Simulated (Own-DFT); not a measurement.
# Hybrid less PBE against volume: monoclinic HfO2, 94 atoms (Hf32O62), with two O vacancies

All values are computed. Each geometry was run twice at fixed positions with Own-DFT, a retired in-house plane-wave program that no person has reviewed: with PBE, and with HSE06 (exact exchange share 0.25 at short range, screening 0.11 per bohr, Gygi-Baldereschi treatment of its divergence). Both used PseudoDojo norm-conserving files made for PBE, a cutoff of 48 hartree, the Gamma point alone, fixed occupations, a neutral cell and no spin. The unstrained cell is 10.1 Å across at its thinnest, so Gamma alone is coarse and defects feel their images. The hafnium file keeps the 4f electrons in the core, and its forces lie about 75 meV/Å off all-electron values. The oxygen file's force components were 24 meV/Å off all-electron values in a glass.

Unstrained cell vectors in Å: (10.234, 0.000, 0.000); (0.000, 10.350, 0.000); (-1.696, 0.000, 10.445), volume V0 = 1106.4 Å³, from measured lattice constants. Each geometry has its own random strain of a few per cent, its own defect sites and random moves of rms u per axis. HSE06 gave the energy alone. D is its energy less that of PBE, over the lowest D shown. The PBE stress wasn't checked against mesh or cutoff.

| run | V - V0 (Å³) | u (Å) | P with PBE (GPa) | D (eV) |
|---|---|---|---|---|
| 1 | -34.6 | 0.0300 | 12.97 | 0.270 |
| 2 | 11.8 | 0.0510 | 3.23 | 1.596 |
| 3 | -5.0 | 0.0295 | 5.00 | 0.935 |
| 4 | -27.8 | 0.0523 | 11.97 | 0.691 |
| 5 | -14.8 | 0.0485 | 8.54 | 1.040 |
| 6 | -24.3 | 0.0297 | 9.31 | 0.539 |
| 7 | -46.0 | 0.0304 | 15.55 | 0.000 |
| 8 | 42.5 | 0.0530 | -3.21 | 2.501 |
| 9 | -2.0 | 0.0312 | 4.65 | 1.100 |
| 10 | 31.5 | 0.0315 | -2.28 | 1.879 |
| 11 | -20.1 | 0.0488 | 10.48 | ? |

## Analysis

D = 0.97 + 0.0244 (V - V0) + 159 u² eV, with an error of 0.0006 on the volume slope, 20 on the last term and a scatter of 0.05 eV. Pressure is -dE/dV, and 1 eV/Å³ is 160.2 GPa, so HSE06 changes the pressure by -3.9 ± 0.1 GPa. With the ions held to the strained lattice, the PBE pressure falls by 249 ± 8 GPa per unit of volume strain; the shape of the strain isn't fitted, so the true error is larger, and a relaxed crystal would be softer. On that slope HSE06's volume at a given pressure is about 1.6 % smaller, or 0.5 % in lengths. At u = 0 and V0 the PBE pressure is 3.8 GPa, which puts the zero-pressure volume, against the measured cell and with the defects in, at +1.5 % for PBE and -0.1 % for HSE06, each good to a few tenths of a per cent.

## The run left out

Q: what D should run 11 give?

The fit gives 0.85 eV, with rows scattering by 0.05. DFT gave 0.807 eV.
